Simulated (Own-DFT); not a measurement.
# Cleaving wurtzite AlN, m plane (10-10)

No measurement is shown. These are fixed-geometry runs of a retired plane-wave code named Own-DFT, which no person has reviewed; spin and spin-orbit coupling are neglected.

Known weak points (not all hold for every row): some atoms lie very close together; forces not confirmed at this smearing and k mesh; k mesh not checked against a denser one.

Both sets of runs: PBE; PseudoDojo norm-conserving scalar-relativistic files; cutoff 42 hartree; Gaussian smearing of 0.01 eV. The slab has 128 atoms in 16 layers, two equal faces of 62.02 Å² as cut, 15 Å of vacuum, a dipole correction along the normal and a 6 x 3 x 1 mesh. The bulk cell has 128 atoms, the same measured lattice constants and a 3 x 3 x 3 mesh. All atoms were moved at random; u is the rms move along one axis. Energies are counted from -174.06 eV for each atom.

```
slab run   u (Å)  E (eV, cell)
       1  0.0204        20.623
       2  0.0205        20.469
       3  0.0206        20.457
       4  0.0211        20.530
       5  0.0503        28.602
       6  0.0518        28.229
       7  0.0522        30.381
       8  0.0525        30.155
       9  0.0528        30.047
      10  0.0953        53.740
      11  0.0971        54.621
      12  0.1020        61.623
```

| bulk run | u (Å) | E (meV/atom) |
|---|---|---|
| 1 | 0.0189 | -3.83 |
| 2 | 0.0204 | -0.66 |
| 3 | 0.0212 | -0.23 |
| 4 | 0.0214 | 1.45 |
| 5 | 0.0945 | 284.74 |
| 6 | 0.0981 | 297.96 |
| 7 | 0.0985 | 290.60 |
| 8 | 0.0995 | 317.40 |
| 9 | 0.1002 | 328.79 |
| 10 | 0.1019 | 335.20 |

The question: what is the energy of the unrelaxed surface?

## Solution

Take each set to u = 0 with E = a + b u². Residuals are scaled by 1/(u² + 0.0006 Å²) to tame the large moves. Slab: a = 18.85 ± 0.10 eV. Bulk: a = -14.8 ± 0.5 meV/atom. The excess is 18.85 - 128 x (-0.0148) = 20.74 ± 0.12 eV. Over two faces that is 167 meV/Å², or 2.68 ± 0.02 J/m². Relaxing the faces would lower the energy, and the unlike meshes and the reach from the smallest u down to zero add errors that aren't counted here.
